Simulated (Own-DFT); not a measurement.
Simulation results for GaP (zincblende, strained, atoms displaced)

Computed with Own-DFT development build. A calculation, not a measurement: plane-wave PBE density functional theory by an unreviewed code, no spin, of a simulated periodic cell, stress positive in tension, free energy of the whole cell less one offset for each atom, forces on such cells passed a denser k mesh, this cell's mesh not checked; offsets are fitted by least squares, one for each functional and potential file, so energies compare only between cells with the same atoms and settings and are not formation energies; the far tail of each file's local potential was reset to the Coulomb form; each entry is a single point on an unrelaxed cell, so the pressure reflects the starting lattice, mostly measured values (interpolated for alloys), from which strain is counted, and rises with the displacements; printed positions are rounded, which can move forces by about a meV/angstrom; the program, named Own-DFT, is a retired in-house code; no spin-orbit coupling.

```yaml
- formula: GaP
  kind: "zincblende, strained, atoms displaced"
  structure:
    cell_angstrom:
      - [10.963, -0.1918, -0.1971]
      - [-0.1918, 10.7294, -0.0252]
      - [-0.1971, -0.0252, 10.9345]
    atoms_fractional:
      - [Ga, 0.00308, 0.00519, 0.00105]
      - [Ga, 0.999, 0.25571, 0.24734]
      - [Ga, 0.24856, 0.00397, 0.24498]
      - [Ga, 0.25456, 0.25281, 0.00404]
      - [P, 0.12811, 0.12516, 0.1177]
      - [P, 0.12369, 0.37611, 0.37479]
      - [P, 0.37867, 0.13368, 0.37829]
      - [P, 0.37076, 0.37466, 0.12589]
      - [Ga, 0.99954, 0.00614, 0.49892]
      - [Ga, 0.00123, 0.24775, 0.75086]
      - [Ga, 0.25504, 0.99674, 0.74593]
      - [Ga, 0.25108, 0.25884, 0.49415]
      - [P, 0.1247, 0.1263, 0.62033]
      - [P, 0.11956, 0.37249, 0.8683]
      - [P, 0.37759, 0.11768, 0.88129]
      - [P, 0.37589, 0.37936, 0.62621]
      - [Ga, 0.00131, 0.50409, 0.00447]
      - [Ga, 0.00493, 0.74541, 0.24664]
      - [Ga, 0.25817, 0.5049, 0.24704]
      - [Ga, 0.24544, 0.74969, 0.00601]
      - [P, 0.12212, 0.62756, 0.12204]
      - [P, 0.12318, 0.88367, 0.37669]
      - [P, 0.37256, 0.62387, 0.37121]
      - [P, 0.38217, 0.87719, 0.1182]
      - [Ga, 0.01066, 0.50833, 0.50105]
      - [Ga, 0.008, 0.75283, 0.75392]
      - [Ga, 0.24882, 0.49815, 0.7535]
      - [Ga, 0.2457, 0.74682, 0.49681]
      - [P, 0.1253, 0.62736, 0.6326]
      - [P, 0.12259, 0.88225, 0.88273]
      - [P, 0.37907, 0.62866, 0.87335]
      - [P, 0.36421, 0.87821, 0.6312]
      - [Ga, 0.50221, 0.00074, 0.99878]
      - [Ga, 0.49986, 0.26045, 0.24944]
      - [Ga, 0.75548, 0.0084, 0.25501]
      - [Ga, 0.74296, 0.25253, 0.9943]
      - [P, 0.61771, 0.12285, 0.12416]
      - [P, 0.61989, 0.38139, 0.37068]
      - [P, 0.87302, 0.12055, 0.38365]
      - [P, 0.87537, 0.36819, 0.13063]
      - [Ga, 0.50471, 0.99351, 0.50508]
      - [Ga, 0.49948, 0.25218, 0.74728]
      - [Ga, 0.75271, 0.00326, 0.75414]
      - [Ga, 0.75366, 0.25098, 0.50277]
      - [P, 0.62275, 0.13554, 0.63497]
      - [P, 0.62405, 0.37551, 0.86793]
      - [P, 0.87361, 0.1341, 0.88593]
      - [P, 0.88305, 0.37336, 0.6235]
      - [Ga, 0.49816, 0.50246, 0.00376]
      - [Ga, 0.49688, 0.74817, 0.25444]
      - [Ga, 0.74745, 0.50041, 0.25147]
      - [Ga, 0.75847, 0.75344, 0.00413]
      - [P, 0.62628, 0.62368, 0.13022]
      - [P, 0.63239, 0.87648, 0.37728]
      - [P, 0.87824, 0.62337, 0.37155]
      - [P, 0.87633, 0.87242, 0.12711]
      - [Ga, 0.49731, 0.49312, 0.50404]
      - [Ga, 0.49822, 0.74796, 0.74867]
      - [Ga, 0.75086, 0.49202, 0.75038]
      - [Ga, 0.75019, 0.75378, 0.50259]
      - [P, 0.63233, 0.62853, 0.62178]
      - [P, 0.6214, 0.87152, 0.87644]
      - [P, 0.87504, 0.62612, 0.88197]
      - [P, 0.8641, 0.87076, 0.61829]
  settings:
    functional: PBE
    potential_files: "PseudoDojo norm-conserving, scalar-relativistic, standard set"
    "wave_cutoff [hartree]": 42.0
    occupations: Fermi-Dirac
    "smearing_width [eV]": 0.1
    hardware: "one NVIDIA H100"
    k_mesh: "3 x 3 x 3 centred on Gamma"
  results:
    "free_energy_of_cell_above_offsets [eV]": "-31.824"
    "pressure [GPa]": 4.28
    "stress_xx [GPa]": -3.77
    "stress_yy [GPa]": -5.16
    "stress_zz [GPa]": -3.9
    "stress_yz [GPa]": -1.46
    "stress_xz [GPa]": -3.67
    "stress_xy [GPa]": -3.43
    force_element: [Ga, Ga, Ga, Ga, P, P, P, P, Ga, Ga, Ga, Ga, P, P, P, P, Ga, Ga, Ga, Ga, P, P, P, P, Ga, Ga, Ga, Ga, P, P, P, P, Ga, Ga, Ga, Ga, P, P, P, P, Ga, Ga, Ga, Ga, P, P, P, P, Ga, Ga, Ga, Ga, P, P, P, P, Ga, Ga, Ga, Ga, P, P, P, P]
    "force_x [eV/angstrom]": [-1.213, 0.351, 0.793, -0.807, -0.058, 0.485, 0.0, 0.816, -0.287, -0.611, -1.487, -0.001, 0.729, 1.092, -0.368, -0.699, -0.781, -0.407, -1.666, 0.648, 1.095, 0.213, 0.627, -0.777, -1.036, -1.368, 0.273, -0.039, 0.688, 0.731, -0.858, 1.727, 0.247, -0.326, -0.871, -0.15, 1.113, 1.03, 0.582, -0.889, -0.319, -1.014, -0.351, -0.871, 0.693, -0.446, 0.446, -0.12, 0.184, 0.597, 0.49, -1.443, 0.039, -0.876, 0.054, 0.721, 0.617, 0.258, 0.675, -0.499, -0.95, 0.855, 0.123, 2.597]
    "force_y [eV/angstrom]": [-0.703, -1.647, -0.206, -0.753, 1.043, 1.034, -0.683, 1.044, -1.422, -0.965, 0.968, -0.846, 0.513, 0.824, 1.528, -0.253, -1.366, 0.579, -0.91, 0.267, -0.215, -0.591, 0.642, -0.241, -0.832, 0.016, 0.022, 0.312, 0.416, -0.053, -0.288, -1.227, -0.94, -1.449, -1.072, -0.193, 1.153, -0.145, 1.917, 1.368, 0.654, -0.542, -0.304, -0.007, -1.047, 0.63, -0.682, 0.835, -0.317, 0.449, -0.42, -0.768, 0.781, 0.138, 0.554, 1.472, 1.041, 0.117, 0.75, -1.668, -0.689, 0.515, -0.059, 1.922]
    "force_z [eV/angstrom]": [-0.216, 0.482, 0.298, -1.637, 1.437, -0.234, -0.164, 0.208, 0.379, -0.755, 0.96, 0.271, 0.969, 1.751, -0.777, 0.617, -0.807, 0.491, -0.585, -1.007, 1.083, -0.354, 1.706, 1.368, -0.504, -0.199, -0.157, -0.031, -0.028, -0.583, 0.836, -1.287, -0.595, -0.431, -1.295, 0.804, 0.861, 1.375, -0.478, -0.898, -0.055, 0.478, -0.064, -0.406, -0.939, 1.293, -0.844, 0.217, -0.605, -0.589, -0.331, -0.734, -0.243, -0.21, 0.812, 0.802, -0.641, -0.733, -0.57, -1.926, 0.635, 0.226, -0.69, 2.247]
    "wall_time [s]": 523.9
```
